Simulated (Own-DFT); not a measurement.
# Computed records: InGa₃As₄ (zincblende random alloy, strained, atoms displaced), Al₃GaAs₄ (zincblende random alloy, atoms displaced), InGa₃P₄ (zincblende random alloy, strained, atoms displaced)

Computed with Own-DFT development build. A calculation, not a measurement: plane-wave PBE density functional theory by an unreviewed code, no spin, of a simulated periodic cell, stress positive in tension, free energy of the whole cell less one offset for each atom, forces on such cells passed a denser k mesh, this cell's mesh not checked; offsets are fitted by least squares, one for each functional and potential file, so energies compare only between cells with the same atoms and settings and are not formation energies; the far tail of each file's local potential was reset to the Coulomb form; each entry is a single point on an unrelaxed cell, so the pressure reflects the starting lattice, mostly measured values, from which strain is counted, and rises with the displacements; printed positions are rounded, which can move forces by about a meV/angstrom; the program is a retired in-house code; no spin-orbit coupling; before rounding, a Quantum ESPRESSO 7.3.1 run of the same cell and cutoff gave forces within 1 meV/angstrom rms on each cell, which checks the program and not the settings.

Common to all runs: functional PBE; potential files PseudoDojo norm-conserving, scalar-relativistic, standard set; wave cutoff 42 hartree; occupations Fermi-Dirac; smearing width 0.1 eV; k mesh 3 x 3 x 3 centred on Gamma.

(1) InGa₃As₄ (zincblende random alloy, strained, atoms displaced)

```
CELL_PARAMETERS angstrom
11.30660 0.00000 0.00000
0.00000 11.30660 0.00000
0.00000 0.00000 11.69140
ATOMIC_POSITIONS crystal
Ga 0.00186 0.99874 0.00467
Ga 0.98992 0.24878 0.24870
Ga 0.25549 0.00310 0.25349
Ga 0.24180 0.24667 0.99938
As 0.11734 0.11516 0.12351
As 0.12946 0.37656 0.37897
As 0.36749 0.12743 0.37094
As 0.38063 0.37214 0.11951
Ga 0.00854 0.99785 0.49883
In 0.00268 0.25254 0.74846
Ga 0.25282 0.00031 0.74979
Ga 0.25968 0.24511 0.49786
As 0.12988 0.12732 0.62249
As 0.11989 0.37794 0.87131
As 0.37697 0.12441 0.88207
As 0.37944 0.37585 0.62620
Ga 0.99925 0.49872 0.99436
In 0.00924 0.74172 0.24906
Ga 0.24882 0.50176 0.24657
Ga 0.24909 0.74689 0.00527
As 0.12716 0.62401 0.12561
As 0.12711 0.87503 0.37535
As 0.37291 0.62234 0.37511
As 0.37576 0.87621 0.12606
In 0.00831 0.48871 0.49737
Ga 0.99264 0.74882 0.75042
Ga 0.25921 0.50073 0.75184
In 0.25510 0.73944 0.49855
As 0.12596 0.62545 0.63795
As 0.11937 0.87079 0.87568
As 0.38043 0.61886 0.87723
As 0.38161 0.88290 0.62699
Ga 0.49315 0.00314 0.00178
Ga 0.50592 0.24809 0.24953
In 0.75543 0.99499 0.24722
In 0.75159 0.24429 0.00016
As 0.61737 0.12234 0.12890
As 0.61955 0.37334 0.37115
As 0.88226 0.12424 0.37309
As 0.87889 0.38011 0.12952
Ga 0.49613 0.00407 0.49958
Ga 0.49966 0.23665 0.75166
Ga 0.75320 0.00430 0.74769
Ga 0.76121 0.25444 0.49496
As 0.62401 0.12722 0.61922
As 0.62592 0.37261 0.86947
As 0.87085 0.12411 0.87947
As 0.87332 0.38317 0.62679
Ga 0.50445 0.49932 0.00008
In 0.49628 0.74694 0.25348
Ga 0.74760 0.49916 0.24533
Ga 0.74103 0.74923 0.00455
As 0.62649 0.62466 0.13980
As 0.61646 0.87001 0.37946
As 0.87212 0.62137 0.37529
As 0.87985 0.87735 0.12683
In 0.49358 0.49888 0.50825
Ga 0.49435 0.75438 0.74775
Ga 0.75285 0.50075 0.75067
Ga 0.74923 0.75552 0.49789
As 0.63016 0.62031 0.62137
As 0.62610 0.87653 0.88110
As 0.87506 0.61959 0.86925
As 0.87057 0.88230 0.62400
```

| Property | Result |
| --- | --- |
| free energy of cell above offsets | -21.464 eV |
| pressure | 6.16 GPa |
| stress xx | -6.71 GPa |
| stress yy | -6.71 GPa |
| stress zz | -5.06 GPa |
| stress yz | -0.76 GPa |
| stress xz | 0.88 GPa |
| stress xy | 0.58 GPa |

Force:
```
element  x (eV/Å)  y (eV/Å)  z (eV/Å)
     Ga    -0.653    -0.526    -1.171
     Ga     1.419     0.294     0.047
     Ga    -0.983     -0.67    -0.665
     Ga     0.039     0.338      0.19
     As     0.951     1.284     0.909
     As     1.808     -2.39    -2.561
     As     1.568    -0.001      0.07
     As    -0.702    -0.052      0.48
     Ga    -0.284     0.239      0.23
     In    -1.053    -0.837    -0.261
     Ga    -0.305    -0.067     0.435
     Ga    -0.746     0.942     0.567
     As     0.708    -0.905    -0.563
     As     1.962     0.816     1.288
     As    -0.934     0.108    -0.668
     As    -1.761     -2.43     1.873
     Ga     0.122     0.257     0.502
     In    -1.456     0.903     0.816
     Ga     0.478    -0.767     0.033
     Ga     0.254      0.23    -0.713
     As      0.94    -1.674    -1.893
     As     0.539     1.041     0.122
     As     -0.27    -1.837    -1.341
     As    -0.971     0.579    -0.719
     In     -0.99     2.262      1.25
     Ga     0.143     0.461    -0.185
     Ga    -0.594    -0.256     0.144
     In    -0.939      1.57     1.521
     As    -0.118    -0.254     0.291
     As       0.5     0.223    -0.004
     As    -0.195     0.973     0.143
     As    -0.424    -0.113     0.078
     Ga     0.754    -0.592     0.174
     Ga    -0.876     0.172    -0.006
     In    -1.343     0.372       1.1
     In    -0.921     1.238     1.146
     As    -0.475    -0.231    -0.319
     As     1.239     -0.25    -0.049
     As     0.096     0.235     1.259
     As      0.07     0.301      -0.3
     Ga     0.247     0.116    -0.361
     Ga     0.135     0.889    -0.135
     Ga    -0.763    -0.009     0.418
     Ga    -0.695     0.042     0.115
     As       0.6     0.027    -0.025
     As    -0.591     0.568    -0.316
     As     1.584    -1.901    -1.137
     As    -1.245     -0.88      -0.1
     Ga     0.516    -0.112      0.13
     In    -0.443     0.495    -0.167
     Ga     0.406    -0.459     1.103
     Ga     0.874    -0.166      0.05
     As     0.476    -0.824    -2.609
     As     0.873     1.249     1.162
     As    -0.903     0.105      0.23
     As     0.361    -1.502    -1.994
     In     1.256     0.468    -1.595
     Ga     1.042    -0.508     0.429
     Ga     -0.79    -0.161    -0.121
     Ga     0.077    -0.533     0.186
     As     0.631     1.703      1.29
     As    -0.449     0.198    -0.689
     As    -0.472     0.758     1.132
     As     0.676     -0.55    -0.249
```

(2) InGa₃As₄ (zincblende random alloy, strained, atoms displaced)

```
CELL_PARAMETERS angstrom
11.30660 0.00000 0.00000
0.00000 11.30660 0.00000
0.00000 0.00000 11.69140
ATOMIC_POSITIONS crystal
Ga 0.00312 0.99551 0.99458
Ga 0.00073 0.25572 0.25365
Ga 0.24765 0.99660 0.24959
Ga 0.25337 0.25463 0.00497
As 0.12518 0.12825 0.11971
As 0.12743 0.38027 0.37242
As 0.37192 0.12432 0.37720
As 0.37692 0.37483 0.12799
In 0.99338 0.00448 0.50180
Ga 0.99376 0.24782 0.75231
In 0.24943 0.99955 0.74688
Ga 0.25810 0.24747 0.49648
As 0.11844 0.13554 0.62969
As 0.11628 0.37831 0.88312
As 0.37478 0.12230 0.87645
As 0.37234 0.36680 0.62560
Ga 0.00645 0.50064 0.00723
Ga 0.99787 0.75683 0.24775
Ga 0.25242 0.50027 0.24778
Ga 0.24896 0.75326 0.00271
As 0.12478 0.61744 0.12620
As 0.12608 0.88020 0.37675
As 0.37484 0.62551 0.37124
As 0.37865 0.86918 0.11633
In 0.00187 0.49322 0.49703
Ga 0.00220 0.75217 0.74823
Ga 0.24663 0.50210 0.75164
In 0.24964 0.74696 0.49449
As 0.13030 0.62576 0.62504
As 0.12333 0.88005 0.87778
As 0.36480 0.61858 0.86926
As 0.37796 0.87006 0.62477
Ga 0.50394 0.99852 0.99491
Ga 0.50317 0.24547 0.24576
Ga 0.74876 0.99619 0.24861
In 0.75413 0.25518 0.99372
As 0.62926 0.13375 0.12549
As 0.63267 0.37852 0.37199
As 0.87673 0.13031 0.37174
As 0.87616 0.37215 0.12743
Ga 0.50553 0.99725 0.49578
Ga 0.50654 0.24671 0.74817
Ga 0.74698 0.98672 0.75410
Ga 0.74574 0.25000 0.50163
As 0.62135 0.12724 0.62492
As 0.62963 0.37826 0.88378
As 0.86626 0.13038 0.87795
As 0.86725 0.37940 0.62534
Ga 0.49762 0.49596 0.00068
Ga 0.50853 0.74453 0.25025
Ga 0.75584 0.49971 0.25293
In 0.75506 0.74411 0.00458
As 0.62462 0.62029 0.12540
As 0.62667 0.87645 0.36836
As 0.87776 0.62572 0.37929
As 0.87402 0.87551 0.12756
Ga 0.50452 0.49979 0.50535
In 0.50215 0.74472 0.74855
In 0.75259 0.49513 0.76258
Ga 0.74555 0.75016 0.50336
As 0.62402 0.62282 0.62365
As 0.62821 0.87435 0.87489
As 0.87193 0.62658 0.86647
As 0.87036 0.87629 0.62708
```

| Property | Result |
| --- | --- |
| free energy of cell above offsets | -21.054 eV |
| pressure | 6.31 GPa |
| stress xx | -6.85 GPa |
| stress yy | -6.85 GPa |
| stress zz | -5.22 GPa |
| stress yz | -0.74 GPa |
| stress xz | 0.81 GPa |
| stress xy | 0.11 GPa |

Force:
```
element  x (eV/Å)  y (eV/Å)  z (eV/Å)
     Ga    -0.912     1.108     0.799
     Ga     0.409    -0.384    -0.476
     Ga     0.322     0.352    -0.676
     Ga     -0.17    -0.179    -0.625
     As    -0.191    -0.347     0.637
     As     1.621    -1.686    -0.925
     As     0.793    -0.606     -0.82
     As     0.098    -0.076     0.029
     In     0.473     0.151     0.131
     Ga    -0.302     0.842     0.241
     In     0.009     0.332     -0.43
     Ga    -1.188     0.373     0.283
     As     0.693     0.638    -0.602
     As     0.857    -0.644    -0.953
     As     0.901      1.28     0.663
     As     0.456     0.919     0.361
     Ga    -1.374     0.042    -0.457
     Ga     0.484    -0.648     0.542
     Ga     0.161    -0.008     0.152
     Ga    -0.424    -0.839    -0.432
     As     0.275     1.563     0.363
     As    -0.587    -0.163    -1.492
     As     1.432    -1.239    -0.704
     As     0.395     0.516     1.124
     In    -0.195     0.684      1.18
     Ga     0.025    -0.086     0.047
     Ga    -0.535    -1.221     -0.38
     In     0.247      0.53     0.233
     As    -0.931    -0.323     1.374
     As    -0.308    -1.684      0.08
     As     0.473     0.193     1.764
     As     0.468     1.184     -1.23
     Ga    -0.009     0.484       0.5
     Ga    -0.282     0.537     0.944
     Ga     0.295     1.087    -0.122
     In    -0.275     0.066     2.034
     As    -0.681    -1.955     0.243
     As    -0.991     -0.44      0.36
     As    -1.415     0.486    -0.667
     As     0.914     1.375     0.762
     Ga    -0.627     0.202     0.357
     Ga    -0.714      0.43     0.866
     Ga     0.203      1.67    -0.402
     Ga     0.298     0.057     -0.24
     As     0.835    -1.036    -0.175
     As    -3.465    -0.128    -0.812
     As      2.08    -2.941    -2.108
     As     0.582     -2.13    -0.173
     Ga    -0.411     0.515    -0.068
     Ga    -0.793     0.201    -0.314
     Ga     0.113     0.282    -0.307
     In    -0.329     0.248    -0.354
     As     -0.52    -1.028     0.718
     As     0.032    -0.397     0.683
     As    -0.947     1.353    -1.096
     As     1.011      1.12     0.207
     Ga    -0.629     -0.52    -0.763
     In    -0.355     0.118     0.831
     In    -0.925     0.283    -1.905
     Ga     0.219    -0.074    -0.417
     As     0.947    -0.526    -0.961
     As    -0.444     0.365     0.677
     As     3.157     0.854     1.423
     As    -0.346    -1.131     0.485
```

(3) Al₃GaAs₄ (zincblende random alloy, atoms displaced)

```
CELL_PARAMETERS angstrom
11.31830 0.00000 0.00000
0.00000 11.31830 0.00000
0.00000 0.00000 11.31830
ATOMIC_POSITIONS crystal
Al 0.98898 0.00641 0.00172
Ga 0.00132 0.25916 0.24219
Ga 0.24429 0.00478 0.25511
Al 0.24855 0.24324 0.01564
As 0.12468 0.12221 0.11504
As 0.12413 0.37549 0.37525
As 0.37976 0.12679 0.37720
As 0.37009 0.37487 0.12831
Al 0.00601 0.01395 0.49598
Al 0.99962 0.24349 0.75726
Ga 0.25517 0.99280 0.74855
Ga 0.24532 0.23557 0.48932
As 0.11906 0.12754 0.63600
As 0.13051 0.36839 0.86508
As 0.36562 0.12019 0.87522
As 0.37743 0.38477 0.62632
Al 0.00497 0.50076 0.01221
Al 0.00774 0.74414 0.25576
Ga 0.25369 0.50143 0.24633
Ga 0.25265 0.75457 0.00284
As 0.11663 0.61762 0.13264
As 0.12552 0.88174 0.37772
As 0.36508 0.62395 0.38420
As 0.37222 0.87746 0.12014
Al 0.99894 0.50772 0.49236
Al 0.00908 0.74691 0.75621
Al 0.25719 0.48388 0.75530
Al 0.24657 0.74960 0.49043
As 0.12088 0.63254 0.63028
As 0.11713 0.87779 0.86402
As 0.36992 0.62497 0.87064
As 0.36616 0.86617 0.62811
Ga 0.51699 0.99778 0.99751
Al 0.50651 0.24310 0.25667
Al 0.74614 0.98850 0.23916
Al 0.75484 0.25203 0.99949
As 0.62622 0.12050 0.12688
As 0.63325 0.38072 0.37372
As 0.88015 0.12535 0.38440
As 0.86951 0.37962 0.13099
Al 0.49203 0.98911 0.49848
Al 0.50184 0.25420 0.74538
Al 0.75138 0.00015 0.75918
Al 0.74115 0.25408 0.50005
As 0.62558 0.11973 0.62968
As 0.62358 0.37666 0.88103
As 0.86931 0.11267 0.88036
As 0.88220 0.37950 0.62585
Al 0.49723 0.49975 0.00355
Ga 0.50752 0.75287 0.24027
Al 0.74623 0.50432 0.24999
Al 0.75943 0.75439 0.00454
As 0.62157 0.62884 0.12833
As 0.63037 0.87562 0.37199
As 0.86896 0.62507 0.36756
As 0.87960 0.87979 0.11174
Al 0.49572 0.50662 0.48682
Al 0.49517 0.74121 0.75180
Al 0.74501 0.49973 0.74359
Al 0.74570 0.74485 0.49990
As 0.63067 0.63824 0.62793
As 0.62560 0.86489 0.85304
As 0.86817 0.62031 0.87109
As 0.86446 0.87594 0.63696
```

| Item | Value |
| --- | --- |
| free energy of cell above offsets | -15.257 eV |
| pressure | 3.82 GPa |
| stress xx | -3.92 GPa |
| stress yy | -3.98 GPa |
| stress zz | -3.57 GPa |
| stress yz | -0.7 GPa |
| stress xz | 0.39 GPa |
| stress xy | -0.09 GPa |

Force:
```
element  x (eV/Å)  y (eV/Å)  z (eV/Å)
     Al     2.109    -0.581    -0.776
     Ga     -0.06    -1.029     0.806
     Ga     0.666    -0.081    -0.817
     Al     0.679     0.929    -2.226
     As    -1.095     -0.37     1.672
     As      0.36     0.151    -0.297
     As    -0.068    -0.931    -0.308
     As     1.201    -0.542     0.148
     Al     -0.49    -1.438     1.693
     Al    -1.055     0.638    -0.031
     Ga    -0.819     0.639     0.141
     Ga    -0.434     1.368     1.567
     As     1.296    -0.718    -0.982
     As     -0.72    -0.239     2.427
     As     1.425      0.65     0.427
     As     0.609     -1.31    -1.583
     Al    -1.162    -0.922    -2.256
     Al    -0.869     1.167    -0.178
     Ga    -0.505    -0.159     0.948
     Ga    -1.192    -0.385    -0.709
     As      1.73     1.203     -0.24
     As    -0.427    -0.409    -0.208
     As      0.81     0.464    -2.165
     As     0.719     0.617     0.785
     Al     0.242    -0.095     0.872
     Al    -2.369    -0.111    -0.461
     Al     -0.75      1.89    -0.607
     Al    -0.777     0.312     1.608
     As      1.09    -1.413    -1.127
     As     0.812     0.679     2.131
     As    -0.005     -0.61      1.08
     As     0.856    -0.263    -0.886
     Ga     -1.28    -0.526    -1.157
     Al    -0.079      1.07    -0.599
     Al      1.21     0.918     0.903
     Al    -0.399    -0.105     0.232
     As     0.408     0.855    -0.129
     As    -1.268    -0.289    -0.063
     As    -1.414     0.766    -2.026
     As     0.143    -0.111    -0.787
     Al     0.651      0.19     0.693
     Al    -0.526    -0.468     0.571
     Al    -0.731    -0.156    -1.261
     Al     1.234    -0.561     0.909
     As    -0.391      0.19    -0.593
     As     0.114    -0.137    -0.484
     As     0.074     2.248    -0.291
     As    -0.639    -0.551    -0.161
     Al    -0.211     0.313    -0.266
     Ga    -1.548     0.595     1.308
     Al    -0.033     0.096     -0.52
     Al    -1.225    -0.917    -1.483
     As     0.879    -0.683    -1.159
     As    -0.712    -0.386      0.33
     As     0.362     0.486     0.627
     As     0.145    -1.072     2.268
     Al      1.01    -0.428     1.688
     Al    -0.401     0.322    -0.711
     Al     0.255    -0.329     0.306
     Al     1.144     1.321    -0.176
     As    -1.363    -1.784    -0.413
     As     0.218     0.333     2.477
     As     0.996     0.092     0.946
     As      1.57    -0.393    -1.425
```

(4) InGa₃P₄ (zincblende random alloy, strained, atoms displaced)

```
CELL_PARAMETERS angstrom
11.30660 0.00000 0.00000
0.00000 11.30660 0.00000
0.00000 0.00000 10.89400
ATOMIC_POSITIONS crystal
Ga 0.00620 0.00050 0.99657
In 0.99789 0.25344 0.25353
Ga 0.25412 0.99427 0.24804
Ga 0.24213 0.25516 0.00103
P 0.12732 0.12546 0.12824
P 0.12654 0.37709 0.37456
P 0.36098 0.12686 0.37919
P 0.37119 0.37697 0.12584
Ga 0.99672 0.99721 0.50341
Ga 0.00390 0.25213 0.74966
Ga 0.24466 0.99314 0.75265
Ga 0.24279 0.25089 0.50649
P 0.11963 0.11997 0.61991
P 0.12471 0.37783 0.86488
P 0.37917 0.12372 0.87535
P 0.36648 0.37714 0.62946
In 0.00578 0.50200 0.99456
In 0.00166 0.74003 0.25062
Ga 0.25293 0.50318 0.24630
Ga 0.25262 0.74775 0.00888
P 0.12326 0.62303 0.12572
P 0.12848 0.88267 0.36870
P 0.37356 0.62442 0.37260
P 0.37021 0.88143 0.12370
Ga 0.99168 0.49101 0.49868
Ga 0.99767 0.75321 0.74912
Ga 0.24787 0.50119 0.74154
Ga 0.25236 0.74581 0.49003
P 0.12731 0.62940 0.62728
P 0.12431 0.86154 0.88238
P 0.37070 0.63749 0.87565
P 0.37873 0.88117 0.63229
Ga 0.49815 0.01061 0.00112
Ga 0.49968 0.24553 0.24440
Ga 0.74252 0.00061 0.24831
In 0.75475 0.24941 0.99283
P 0.62275 0.12917 0.12024
P 0.62507 0.37326 0.37986
P 0.87557 0.11687 0.37869
P 0.87883 0.37527 0.13138
In 0.49911 0.00478 0.50166
Ga 0.49919 0.25077 0.75737
Ga 0.74714 0.00578 0.74623
Ga 0.75320 0.25167 0.50378
P 0.62942 0.12171 0.61658
P 0.63118 0.37409 0.87755
P 0.87966 0.13065 0.87447
P 0.87265 0.36863 0.61828
In 0.49517 0.50350 0.99719
Ga 0.50156 0.75216 0.24030
Ga 0.75196 0.49331 0.25607
In 0.74162 0.74692 0.99476
P 0.61695 0.62319 0.13099
P 0.62852 0.87276 0.37543
P 0.87980 0.62350 0.37607
P 0.87711 0.87382 0.12143
In 0.49487 0.49871 0.50301
Ga 0.49860 0.74609 0.75166
Ga 0.75332 0.49435 0.75816
Ga 0.74480 0.74891 0.49107
P 0.63122 0.62944 0.62320
P 0.62091 0.87564 0.88093
P 0.87451 0.63309 0.88281
P 0.87820 0.87745 0.62960
```

| Item | Value |
| --- | --- |
| free energy of cell above offsets | -30.320 eV |
| pressure | 2.75 GPa |
| stress xx | -2.23 GPa |
| stress yy | -2 GPa |
| stress zz | -4.01 GPa |
| stress yz | 0.11 GPa |
| stress xz | 0.31 GPa |
| stress xy | 0.54 GPa |

Force:
```
element  x (eV/Å)  y (eV/Å)  z (eV/Å)
     Ga    -0.238    -0.112     0.368
     In     0.412    -1.299     0.579
     Ga    -0.507     1.081     0.262
     Ga     0.523    -0.427    -0.167
      P     0.535    -0.762    -0.991
      P     0.894     0.963     0.996
      P       0.5     0.696    -1.106
      P    -0.507    -1.047      0.39
     Ga      0.25    -0.276    -0.487
     Ga    -0.303    -0.444    -0.641
     Ga     0.042     0.177     0.129
     Ga    -0.087     0.103    -0.272
      P     0.392     0.323     0.981
      P     1.059     -0.86    -0.319
      P    -1.245     0.503    -0.058
      P     0.136    -1.458     0.598
     In    -0.783    -0.485     0.219
     In    -0.022     2.036     0.062
     Ga    -0.371    -0.164     0.396
     Ga    -0.388     0.208    -0.038
      P     2.734    -0.285    -0.263
      P    -0.006    -0.439     1.233
      P    -0.211     0.928    -1.171
      P     1.076    -0.487    -0.252
     Ga     0.999     0.737     0.161
     Ga      0.19    -0.409     0.159
     Ga    -0.059     0.775     0.786
     Ga     -0.26     1.024     0.785
      P    -0.772    -0.293     -0.75
      P     0.099     1.057     -0.35
      P     -0.66    -0.696    -0.896
      P    -1.117    -1.747      0.13
     Ga     0.094    -0.978    -0.068
     Ga    -0.558     0.387     0.839
     Ga      0.83    -0.223    -0.158
     In     0.287     0.269     1.519
      P    -0.348    -0.924     1.035
      P     0.547    -1.074    -1.026
      P    -1.111     0.006     0.265
      P    -1.454      1.36    -0.688
     In    -0.609    -0.601    -0.969
     Ga     0.296    -0.088    -0.753
     Ga     0.319    -0.486     0.612
     Ga    -0.416    -0.908    -0.902
      P      0.75     2.078     1.833
      P    -1.328     0.686    -1.648
      P     1.235    -1.825    -1.388
      P     0.425     0.634      1.44
     In    -0.073    -0.228    -0.289
     Ga    -0.534     0.403     0.931
     Ga    -0.235     0.508    -0.069
     In    -0.074     0.508      1.71
      P     1.187    -0.364     1.032
      P    -0.414    -0.211    -1.178
      P    -1.884    -1.244     1.217
      P    -0.345     1.423     0.155
     In     0.502     0.318     0.165
     Ga     0.399     0.887     -0.31
     Ga      0.37     0.819    -0.805
     Ga     1.119    -0.004     0.709
      P     0.092    -0.111     1.139
      P    -1.178     1.672    -1.647
      P     0.594     -1.27    -2.688
      P    -0.788    -0.341    -0.489
```
